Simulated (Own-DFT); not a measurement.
# Device materials side by side: how hard are they to compress?

Everything here is calculated. The program is Own-DFT (plane waves, in-house, since retired, never reviewed by a person); positions were held fixed, and spin and spin-orbit coupling were off.

Keep in mind (not all hold for every row): forces on such cells moved up to 12 meV/angstrom on a denser k mesh; forces not confirmed at this smearing and k mesh; k mesh not checked against a denser one; forces on such cells passed a denser k mesh, each cell not checked; stress not checked against mesh or cutoff.

All runs are PBE with PseudoDojo norm-conserving files; cutoff and k mesh are each material's own. Every cell starts from measured lattice constants and was given uniform random strains and small random moves of its atoms. Each triple is the change of volume in per cent, the rms move u in Å and the pressure in GPa.

- 4H SiC (C36Si36), 10.36 Å³/atom unstrained: (-3.07, 0.051, 12.70); (-2.77, 0.050, 12.02); (0.48, 0.049, 3.94); (0.71, 0.052, 3.94); (2.99, 0.053, -1.10); (3.10, 0.052, -1.29); (4.00, 0.049, -3.40)
- wurtzite AlN (Al64N64), 10.45 Å³/atom unstrained: (-3.13, 0.051, 13.15); (-1.63, 0.048, 8.98); (-1.52, 0.053, 9.19); (0.02, 0.050, 5.80); (0.76, 0.051, 4.21); (2.60, 0.050, 0.72); (3.36, 0.053, -0.53)
- wurtzite GaN (Ga36N36), 11.42 Å³/atom unstrained: withheld
- diamond silicon (Si64), 20.02 Å³/atom unstrained: (-1.13, 0.051, 3.82); (-0.31, 0.047, 2.77); (0.17, 0.054, 2.50); (1.69, 0.056, 1.09); (2.10, 0.047, 0.42); (2.72, 0.048, 0.14); (2.95, 0.047, -0.15)
- zincblende GaP (Ga32P32), 20.24 Å³/atom unstrained: (-2.69, 0.048, 6.12); (-2.13, 0.051, 5.52); (-0.69, 0.052, 4.08); (-0.47, 0.053, 3.75); (0.61, 0.046, 2.77); (1.38, 0.052, 2.23); (2.86, 0.048, 0.91)
- zincblende GaAs (As32Ga32), 22.58 Å³/atom unstrained: (-3.13, 0.052, 7.12); (-1.77, 0.048, 5.61); (-1.27, 0.052, 5.18); (-1.07, 0.052, 5.07); (-0.73, 0.053, 4.69); (0.31, 0.050, 3.97); (2.46, 0.050, 2.23)
- grey tin (Sn64), 34.15 Å³/atom unstrained: (-2.55, 0.050, 5.15); (-2.09, 0.050, 4.80); (-1.05, 0.051, 4.28); (-0.89, 0.048, 4.10); (-0.22, 0.054, 3.81); (0.70, 0.050, 3.34); (1.78, 0.048, 2.75)

## Working it out

Fit a line to each set against the fractional change of volume; B is minus its slope, and u is nearly the same within a set. To take it to zero pressure, assume that B rises by 4 GPa for each GPa: B0 = B - 4 x (mean pressure). The bond length of an ideal tetrahedral crystal with the unstrained volume v is d = (√3/4)(8 v)^(1/3). Cohen's empirical rule reads B0 = (1971 - 220 L) d^(-3.5) GPa, with L = 0 for group IV crystals and SiC and 1 for III-V compounds.

| material | L | d (Å) | B (GPa) | mean P (GPa) | B0 (GPa) | rule (GPa) |
|---|---|---|---|---|---|---|
| 4H SiC (C36Si36) | 0 | 1.888 | 227 ± 4 | 3.8 | 212 ± 4 | 213 |
| wurtzite AlN (Al64N64) | 1 | 1.893 | 207 ± 7 | 5.9 | 183 ± 7 | 188 |
| wurtzite GaN (Ga36N36) | 1 | 1.950 | ? | ? | ? | 169 |
| diamond silicon (Si64) | 0 | 2.352 | 95 ± 4 | 1.5 | 89 ± 4 | 99 |
| zincblende GaP (Ga32P32) | 1 | 2.360 | 94 ± 3 | 3.6 | 79 ± 3 | 87 |
| zincblende GaAs (As32Ga32) | 1 | 2.448 | 85 ± 4 | 4.8 | 66 ± 4 | 76 |
| grey tin (Sn64) | 0 | 2.810 | 54 ± 1 | 4.0 | 38 ± 1 | 53 |

A line through ln[B0/(1971 - 220 L)] against ln d has a slope of -4.2 ± 0.1 and a scatter of 5 %. Against the rule, B0 stands at 99 % for 4H SiC, 98 % for wurtzite AlN, 90 % for diamond silicon, 91 % for zincblende GaP, 86 % for zincblende GaAs, 72 % for grey tin. PBE tends to make silicon and heavier crystals too soft, and the rule itself is only a guide.

## Check

Q: what B0 does the fitted trend give for wurtzite GaN (Ga36N36)?

From the line: 167 GPa. Its own runs give B = 211 ± 7 GPa at a mean pressure of 6.7 GPa, so B0 = 184 GPa.
